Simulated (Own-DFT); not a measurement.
# Which defects push the lattice out? zincblende GaAs

Everything here is calculated. The program is Own-DFT (plane waves, in-house, since retired, never reviewed by a person); positions were held fixed, and spin and spin-orbit coupling were off.

Settings: PBE; PseudoDojo norm-conserving scalar-relativistic files; cutoff 42 hartree; 3 x 3 x 3 k mesh centred on Gamma; Fermi-Dirac smearing of 0.1 eV.

Caveats (not all hold for every row): not probed for a lower state with spin; forces not confirmed at this smearing and k mesh; stress not checked against mesh or cutoff.

All runs share one cell, with vectors in Å (11.737, 0.000, 0.000); (0.000, 11.737, 0.000); (0.000, 0.000, 10.833) and a volume of 1492.4 Å³, strained against the parent crystal. Atoms were moved at random from their sites; u is the rms move along one axis. The defect's site can differ from row to row.

| cell | formula | u (Å) | P (GPa) |
|---|---|---|---|
| no defect | As32Ga32 | 0.0305 | 1.27 |
| no defect | As32Ga32 | 0.0319 | 1.24 |
| no defect | As32Ga32 | 0.0470 | 1.47 |
| one Al on a Ga site | AlAs32Ga31 | 0.0272 | 1.19 |
| one Al on a Ga site | AlAs32Ga31 | 0.0461 | 1.45 |
| one Al on a Ga site | AlAs32Ga31 | 0.0497 | 1.54 |
| one As vacancy and one Ga vacancy | As31Ga31 | 0.0287 | 0.92 |
| one As vacancy and one Ga vacancy | As31Ga31 | 0.0297 | ? |
| one As vacancy and one Ga vacancy | As31Ga31 | 0.0488 | 1.27 |
| one As vacancy and one Ga vacancy | As31Ga31 | 0.0524 | 1.16 |

## Working it out

P = P0 + c u² + a shift for each defect gives P0 = 1.08 GPa, c = 174 ± 28 GPa/Å² and a scatter of 0.06 GPa. The shifts, and each times the cell's volume:

- one Al on a Ga site: 0.00 ± 0.05 GPa, 0.0 eV (not resolved)
- one As vacancy and one Ga vacancy: -0.31 ± 0.05 GPa, -2.9 eV

Positive is outwards. The product with the volume (160.2 GPa Å³ to the eV) is nearly free of the cell's size; divided by the bulk modulus at the cell's pressure it gives the volume that the defect adds. The atoms around the defects weren't relaxed, which would change these numbers.

## Prediction

Question: what pressure belongs in the blank (one As vacancy and one Ga vacancy, u = 0.0297 Å)?

The fit gives 0.93 ± 0.08 GPa. The hidden result is 0.96 GPa.
